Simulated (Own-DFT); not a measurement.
# Response to strain: beta-Si3N4, 112 atoms (N64Si48)

All numbers below are calculated, not measured. They come from Own-DFT, an in-house plane-wave density functional program, since retired, whose code no person has reviewed. Each row is one single-point run on a periodic cell that was not relaxed, without spin or spin-orbit coupling.

Settings of every run: PBE; PseudoDojo norm-conserving scalar-relativistic files; cutoff 42 hartree; 2 x 2 x 4 k mesh centred on Gamma; Fermi-Dirac smearing of 0.1 eV.

Known limits: forces on such cells moved up to 12 meV/angstrom on a denser k mesh; stress not checked against mesh or cutoff.

Unstrained cell vectors in Å: (15.212, 0.000, 0.000); (-7.606, 13.174, 0.000); (0.000, 0.000, 5.818). The unstrained cell has measured lattice constants (interpolated for alloys), not those of this functional. That, the random moves and any unrelaxed bonds set the pressure at no strain. Each run strains this cell uniformly, with the atoms carried along. Every atom was also moved at random, by a Gaussian of width 0.05 Å on each axis. Strain is the symmetric tensor, in per cent. Stress is positive in tension, and the pressure is minus a third of its trace.

```
run,e_xx (%),e_yy (%),e_zz (%),e_yz (%),e_xz (%),e_xy (%),s_xx (GPa),s_yy (GPa),s_zz (GPa),s_yz (GPa),s_xz (GPa),s_xy (GPa),P (GPa),E (meV/atom)
1,0.39,1.86,-0.65,-0.66,-1.38,1.95,-3.81,2.85,-13.19,-2.90,-5.70,7.66,4.72,21.1
2,-1.10,0.95,0.86,-1.36,-1.62,-0.37,-7.87,-3.18,-5.59,-4.20,-4.95,-1.05,5.55,0.0
3,0.91,0.37,0.60,0.25,-0.12,-1.25,-1.21,-4.83,-4.27,0.45,0.85,-5.67,3.44,0.1
4,-1.87,-0.80,-1.11,-1.06,-1.28,0.24,-20.21,-14.58,-20.01,-1.47,-3.84,0.04,18.27,31.0
5,0.13,-1.53,0.82,1.87,-1.24,-1.03,-6.64,-15.13,-8.07,7.31,-3.27,-4.33,9.95,30.4
6,-1.14,-0.13,0.55,-1.30,0.74,-0.27,-12.10,-10.56,-7.41,-2.32,1.50,-1.03,10.02,26.6
7,0.31,-0.20,1.93,-1.81,1.26,1.89,-2.73,-5.77,0.74,-5.45,3.93,6.37,2.58,4.3
8,1.30,-1.85,-1.01,0.92,0.63,-0.38,-3.60,-16.12,-19.02,2.87,3.99,-2.15,12.92,28.5
9,-1.71,-0.42,-1.55,-0.15,1.63,0.33,-18.12,-14.56,-26.52,-2.93,6.38,3.10,19.73,73.2
10,1.76,-1.22,0.03,1.54,1.72,-0.93,-1.05,-11.51,-11.70,5.33,7.82,-3.58,8.09,48.8
11,0.39,1.34,1.91,-1.12,-1.01,1.37,-1.28,1.07,2.77,-3.04,-3.93,4.66,-0.85,8.2
12,-1.02,-0.25,0.78,-0.69,-0.26,1.43,-12.55,-8.96,-5.14,-0.97,0.11,5.24,8.89,7.2
13,0.56,-1.69,-1.86,1.05,0.27,-0.90,-7.25,-19.72,-22.78,4.66,0.31,-1.03,16.58,33.5
14,-1.93,1.79,-1.82,1.94,-1.13,1.17,-16.03,-2.52,-23.88,6.56,-4.60,4.21,14.14,50.6
15,-1.15,-0.57,0.96,-0.82,-0.24,1.84,-14.77,-11.51,-3.79,-2.67,-1.13,6.24,10.02,33.3
16,-1.01,-1.90,0.16,-0.61,-0.84,1.23,-17.44,-17.50,-12.91,-1.59,-2.13,6.85,15.95,42.7
17,0.39,-1.33,1.16,0.35,-1.17,-1.94,?,?,?,?,?,?,?,?
```

E is the free energy for each atom above the lowest run shown.

## Worked fit

Each stress component was fitted by least squares to a constant and the strains of the runs shown, as fractions, with shears doubled. Shear strains stay in the fit of a normal stress only where such slopes are resolved. The slopes, in GPa:

| stress | at no strain | per e_xx | per e_yy | per e_zz | scatter |
|---|---|---|---|---|---|
| s_xx | -7.0 | 534 ± 33 | 169 ± 31 | 101 ± 31 | 1.42 |
| s_yy | -7.8 | 121 ± 23 | 523 ± 22 | 110 ± 22 | 1.01 |
| s_zz | -11.1 | 78 ± 38 | 88 ± 35 | 686 ± 36 | 1.64 |

Each shear stress against twice its own strain: yz 160 ± 18, xz 173 ± 13, xy 191 ± 17 GPa. These are stiffnesses along x, y and z of the frame in which the cell vectors are given, which need not be the crystal's axes. The atoms are held to the strained lattice; where symmetry lets them move under strain, relaxing them would lower some slopes. The table should be nearly symmetric about its diagonal, and what it lacks of that shows the noise. A ninth of its sum, 268 ± 8 GPa, estimates the bulk modulus near the mean pressure of these runs, 10.0 GPa, so it lies above the value at zero pressure.

## Withheld run

Question: what normal stresses and pressure should run 17 give?

The fit gives s_xx = -6.0, s_yy = -13.0, s_zz = -4.0 and P = 7.7 GPa. The calculation gave -6.16, -16.03, -1.74 and P = 7.98 GPa.
